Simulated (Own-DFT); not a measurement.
# Response to strain: diamond silicon, 64 atoms (Si64)

All numbers below are calculated, not measured. They come from Own-DFT, an in-house plane-wave density functional program, since retired, whose code no person has reviewed. Each row is one single-point run on a periodic cell that was not relaxed, without spin or spin-orbit coupling.

Settings of every run: PBE; PseudoDojo norm-conserving scalar-relativistic files; cutoff 20 hartree; 3 x 3 x 3 k mesh centred on Gamma; Fermi-Dirac smearing of 0.1 eV.

Known limits: k mesh not checked against a denser one; stress not checked against mesh or cutoff.

Unstrained cell vectors in Å: (10.862, 0.000, 0.000); (0.000, 10.862, 0.000); (0.000, 0.000, 10.862). The unstrained cell has measured lattice constants (interpolated for alloys), not those of this functional. That, the random moves and any unrelaxed bonds set the pressure at no strain. Each run strains this cell uniformly, with the atoms carried along. Every atom was also moved at random, by a Gaussian of width 0.05 Å on each axis. Strain is the symmetric tensor, in per cent. Stress is positive in tension, and the pressure is minus a third of its trace.

```
run,e_xx (%),e_yy (%),e_zz (%),e_yz (%),e_xz (%),e_xy (%),s_xx (GPa),s_yy (GPa),s_zz (GPa),s_yz (GPa),s_xz (GPa),s_xy (GPa),P (GPa),E (meV/atom)
1,1.33,-1.47,-1.98,-0.02,-1.39,0.29,-2.97,-5.39,-6.01,0.26,-2.28,2.11,4.79,19.3
2,-0.84,-1.57,-0.64,0.53,-1.35,0.86,-5.82,-6.51,-5.58,1.29,-3.58,2.36,5.97,25.9
3,1.85,1.54,-0.48,-0.59,1.65,1.92,0.59,0.41,-1.18,-0.94,2.81,3.46,0.06,7.9
4,-1.08,-0.89,0.29,-0.36,-1.89,-1.09,-4.92,-4.71,-3.63,-0.82,-4.35,-2.21,4.42,13.9
5,-1.12,-1.76,1.80,-0.92,0.39,1.73,-4.61,-5.22,-2.02,-2.42,0.31,3.75,3.95,32.0
6,0.48,1.39,-0.94,-0.49,1.55,-0.25,-1.81,-0.97,-3.12,-1.42,3.43,-0.49,1.97,16.4
7,1.23,-0.57,-0.25,1.53,0.21,1.24,-1.44,-3.08,-2.76,3.29,0.61,3.89,2.42,11.0
8,0.34,-1.27,1.20,0.36,1.79,-0.57,-2.64,-3.62,-1.66,0.20,4.49,-1.36,2.64,20.8
9,-0.14,0.93,1.08,1.48,-1.12,-1.89,-1.71,-0.75,-0.48,3.17,-2.52,-3.34,0.98,2.5
10,-0.52,-0.61,-0.60,1.41,0.49,-0.39,-4.18,-4.36,-4.52,2.53,1.71,-0.72,4.35,14.6
11,-1.43,0.01,0.50,-0.46,1.70,-1.08,-4.73,-3.42,-3.03,-0.43,3.87,-1.80,3.72,22.0
12,0.66,-0.41,-1.42,1.52,0.70,-0.20,-3.03,-4.16,-4.95,3.98,1.43,-0.99,4.05,25.4
13,0.35,-0.77,-1.58,1.83,1.14,1.09,-3.81,-4.78,-5.53,3.16,1.39,2.91,4.70,18.2
14,0.85,1.59,1.31,0.94,-1.70,0.97,0.43,1.22,0.95,1.52,-2.79,1.62,-0.87,0.0
15,-1.58,1.92,1.63,1.03,-0.85,-0.21,-2.89,0.38,-0.05,1.56,-2.82,-0.44,0.85,8.4
16,0.46,-1.63,-0.72,-1.62,-1.46,-0.96,-3.77,-5.72,-4.77,-3.78,-4.24,-3.30,4.75,21.1
17,-0.97,-0.01,0.81,-0.60,-1.32,0.33,?,?,?,?,?,?,?,?
```

E is the free energy for each atom above the lowest run shown.

## Worked fit

Each stress component was fitted by least squares to a constant and the strains of the runs shown, as fractions, with shears doubled. Shear strains stay in the fit of a normal stress only where such slopes are resolved. The slopes, in GPa:

| stress | at no strain | per e_xx | per e_yy | per e_zz | scatter |
|---|---|---|---|---|---|
| s_xx | -2.8 | 151 ± 4 | 70 ± 3 | 61 ± 3 | 0.13 |
| s_yy | -2.8 | 67 ± 4 | 159 ± 3 | 69 ± 4 | 0.15 |
| s_zz | -2.8 | 70 ± 2 | 70 ± 2 | 157 ± 2 | 0.07 |

Each shear stress against twice its own strain: yz 104 ± 7, xz 110 ± 7, xy 110 ± 10 GPa. These are stiffnesses along x, y and z of the frame in which the cell vectors are given, which need not be the crystal's axes. The atoms are held to the strained lattice; where symmetry lets them move under strain, relaxing them would lower some slopes. The table should be nearly symmetric about its diagonal, and what it lacks of that shows the noise. A ninth of its sum, 97 ± 1 GPa, estimates the bulk modulus near the mean pressure of these runs, 3.0 GPa, so it lies above the value at zero pressure.

## Withheld run

Question: what normal stresses and pressure should run 17 give?

The fit gives s_xx = -3.8, s_yy = -2.9, s_zz = -2.2 and P = 3.0 GPa. The calculation gave -3.67, -2.82, -2.12 and P = 2.87 GPa.
